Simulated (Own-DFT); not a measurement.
# How strain changes the stress of C40 NbSi2, 36 atoms (Nb12Si24)

These are calculations, not measurements. They come from Own-DFT, an in-house plane-wave density functional program, since retired, whose code no person has reviewed. Each row is one single-point run on a periodic cell that was not relaxed, without spin or spin-orbit coupling.

Settings of every run: PBE; PseudoDojo norm-conserving scalar-relativistic files; cutoff 42 hartree; 4 x 4 x 5 k mesh centred on Gamma; cold (Marzari-Vanderbilt) smearing of 0.2 eV.

Known limits: forces on such cells failed a check on a denser k mesh; stress not checked against mesh or cutoff.

Unstrained cell vectors in Å: (0.000, 8.324, 0.000); (-9.613, 0.000, 0.000); (0.000, 0.000, 6.586). The unstrained cell was taken from the Materials Project. The random moves and any unrelaxed bonds add to the pressure at no strain. Each run strains this cell uniformly, with the atoms carried along. Every atom was also moved at random, by a Gaussian of width 0.05 Å on each axis. Strain is the symmetric tensor, in per cent. Stress is positive in tension, and the pressure is minus a third of its trace.

| run | e_xx (%) | e_yy (%) | e_zz (%) | e_yz (%) | e_xz (%) | e_xy (%) | s_xx (GPa) | s_yy (GPa) | s_zz (GPa) | s_yz (GPa) | s_xz (GPa) | s_xy (GPa) | P (GPa) | E (meV/atom) |
|---|---|---|---|---|---|---|---|---|---|---|---|---|---|---|
| 1 | 1.76 | 0.06 | -0.05 | 1.70 | 1.06 | -0.02 | 4.32 | -1.23 | -3.00 | 5.82 | 3.35 | -0.04 | -0.03 | 11.6 |
| 2 | -0.61 | -1.12 | 0.54 | -1.74 | 1.49 | -0.87 | -5.11 | -6.40 | -3.60 | -5.37 | 5.15 | -2.83 | 5.04 | 24.1 |
| 3 | -1.81 | -0.71 | 0.27 | -1.46 | -0.23 | -1.51 | -10.11 | -6.94 | -4.67 | -4.90 | -0.17 | -5.02 | 7.24 | 33.3 |
| 4 | 0.05 | -0.52 | 0.24 | 0.93 | -0.05 | -0.99 | -2.44 | -3.52 | -2.93 | 2.94 | -0.08 | -2.67 | 2.96 | 3.0 |
| 5 | -1.32 | -0.17 | -1.79 | 0.90 | -0.60 | 0.60 | -9.45 | -5.13 | -13.69 | 3.42 | -1.95 | 1.78 | 9.42 | 25.0 |
| 6 | 1.19 | 0.76 | -0.07 | -0.99 | 0.16 | -0.67 | 2.12 | 1.58 | -2.19 | -2.63 | 0.07 | -1.79 | -0.50 | 1.5 |
| 7 | 1.34 | -0.94 | 1.68 | -1.76 | -0.96 | -1.62 | 2.67 | -4.04 | 3.18 | -5.35 | -2.35 | -4.41 | -0.60 | 30.1 |
| 8 | 0.58 | 0.88 | 1.48 | 1.00 | -0.21 | 1.78 | 1.11 | 2.22 | 3.87 | 2.88 | -0.91 | 4.85 | -2.40 | 9.9 |
| 9 | -0.03 | 0.27 | 1.95 | -1.80 | 0.67 | 0.19 | -0.53 | 0.21 | 5.24 | -5.08 | 1.60 | 0.75 | -1.64 | 1.1 |
| 10 | -0.63 | 0.33 | 0.50 | 0.16 | 0.04 | -1.34 | -4.84 | -0.74 | -1.05 | 0.27 | -0.21 | -4.07 | 2.21 | 4.4 |
| 11 | 1.26 | 1.91 | -1.02 | -0.54 | -0.77 | 0.49 | 2.28 | 4.02 | -6.06 | -1.22 | -2.41 | 1.07 | -0.08 | 17.5 |
| 12 | 1.78 | 0.55 | -1.32 | 1.41 | -1.18 | 0.61 | 2.83 | -0.10 | -8.82 | 4.13 | -3.57 | 1.45 | 2.03 | 26.6 |
| 13 | 0.38 | 0.44 | 0.17 | -1.20 | 0.24 | -0.62 | -0.37 | -0.08 | -1.88 | -3.36 | 0.53 | -1.83 | 0.78 | 0.0 |
| 14 | -1.91 | 1.96 | 1.61 | -1.77 | -1.52 | 0.92 | -6.43 | 4.36 | 2.88 | -4.63 | -4.40 | 2.65 | -0.27 | 15.0 |
| 15 | -0.05 | -0.59 | 1.20 | 1.86 | -1.92 | 0.99 | -2.06 | -4.16 | 0.92 | 6.07 | -6.04 | 3.09 | 1.77 | 21.8 |
| 16 | 1.37 | -0.03 | -0.03 | 0.13 | 1.54 | 1.73 | ? | ? | ? | ? | ? | ? | ? | ? |

E is the free energy for each atom above the lowest run shown.

## Worked fit

Each stress component was fitted by least squares to a constant and the strains of the runs shown, as fractions, with shears doubled. Shear strains stay in the fit of a normal stress only where such slopes are resolved. The slopes, in GPa:

```
stress,at no strain,per e_xx,per e_yy,per e_zz,scatter
s_xx,-2.7,369 ± 9,79 ± 11,96 ± 9,0.38
s_yy,-2.4,72 ± 11,362 ± 14,71 ± 12,0.49
s_zz,-4.0,76 ± 13,90 ± 17,455 ± 14,0.58
```

Each shear stress against twice its own strain: yz 151 ± 6, xz 148 ± 6, xy 145 ± 7 GPa. These are stiffnesses along x, y and z of the frame in which the cell vectors are given, which need not be the crystal's axes. The atoms are held to the strained lattice; where symmetry lets them move under strain, relaxing them would lower some slopes. The table should be nearly symmetric about its diagonal, and what it lacks of that shows the noise. A ninth of its sum, 186 ± 7 GPa, estimates the bulk modulus near the mean pressure of these runs, 1.7 GPa, so it lies above the value at zero pressure.

## Withheld run

Question: what normal stresses and pressure should run 16 give?

The fit gives s_xx = 2.3, s_yy = -1.6, s_zz = -3.1 and P = 0.8 GPa. The calculation gave 2.36, -1.78, -2.77 and P = 0.73 GPa.
